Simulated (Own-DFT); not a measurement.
# Which defects push the lattice out? zincblende GaP

Everything here is calculated. The program is Own-DFT (plane waves, in-house, since retired, never reviewed by a person); positions were held fixed, and spin and spin-orbit coupling were off.

Settings: PBE; PseudoDojo norm-conserving scalar-relativistic files; cutoff 42 hartree; 2 x 3 x 3 k mesh centred on Gamma; Fermi-Dirac smearing of 0.1 eV.

Limits (not all hold for every row): not probed for a lower state with spin; forces on such cells failed a check on a denser k mesh; forces on such cells moved up to 12 meV/angstrom on a denser k mesh; forces on such cells passed a denser k mesh, each cell not checked; stress not checked against mesh or cutoff.

All runs share one cell, with vectors in Å (16.352, 0.000, 0.000); (0.000, 10.901, 0.000); (0.000, 0.000, 10.901) and a volume of 1943.1 Å³. Atoms were moved at random from their sites; u is the rms move along one axis. The defect's site can differ from row to row.

```
                                     cell  formula   u (Å)  P (GPa)
                                no defect  Ga48P48  0.0215     2.72
                                no defect  Ga48P48  0.0515     3.26
                                no defect  Ga48P48  0.0515     3.22
                          two P vacancies  Ga48P46  0.0302     2.47
                          two P vacancies  Ga48P46  0.0303     2.44
                          two P vacancies  Ga48P46  0.0467     2.80
                  two P on a Ga site each  Ga46P50  0.0278     2.93
                  two P on a Ga site each  Ga46P50  0.0481     3.28
                  two P on a Ga site each  Ga46P50  0.0526     3.40
one Ga on a P site and one P on a Ga site  Ga48P48  0.0300     2.93
one Ga on a P site and one P on a Ga site  Ga48P48  0.0321     2.94
one Ga on a P site and one P on a Ga site  Ga48P48  0.0522        ?
one Ga on a P site and one P on a Ga site  Ga48P48  0.0531     3.42
```

## Analysis

P = P0 + c u² + a shift for each defect gives P0 = 2.59 GPa, c = 247 ± 7 GPa/Å² and a scatter of 0.02 GPa. The shifts, and each times the cell's volume:

- two P on a Ga site each: 0.13 ± 0.02 GPa, 1.6 eV (0.8 eV for each of its 2 sites)
- one Ga on a P site and one P on a Ga site: 0.12 ± 0.02 GPa, 1.4 eV
- two P vacancies: -0.35 ± 0.02 GPa, -4.3 eV (-2.1 eV for each of its 2 sites)

A positive shift means that the defect pushes the cell outwards. Shift times volume (160.2 GPa Å³ is 1 eV) depends little on the cell's size, so, taken for each site, it can be compared between cells at like pressure. The atoms around the defects weren't relaxed, which would change these numbers.

## The run left out

Asked: what pressure belongs in the blank (one Ga on a P site and one P on a Ga site, u = 0.0522 Å)?

From the fit: 3.38 ± 0.03 GPa. Computed: 3.39 GPa.
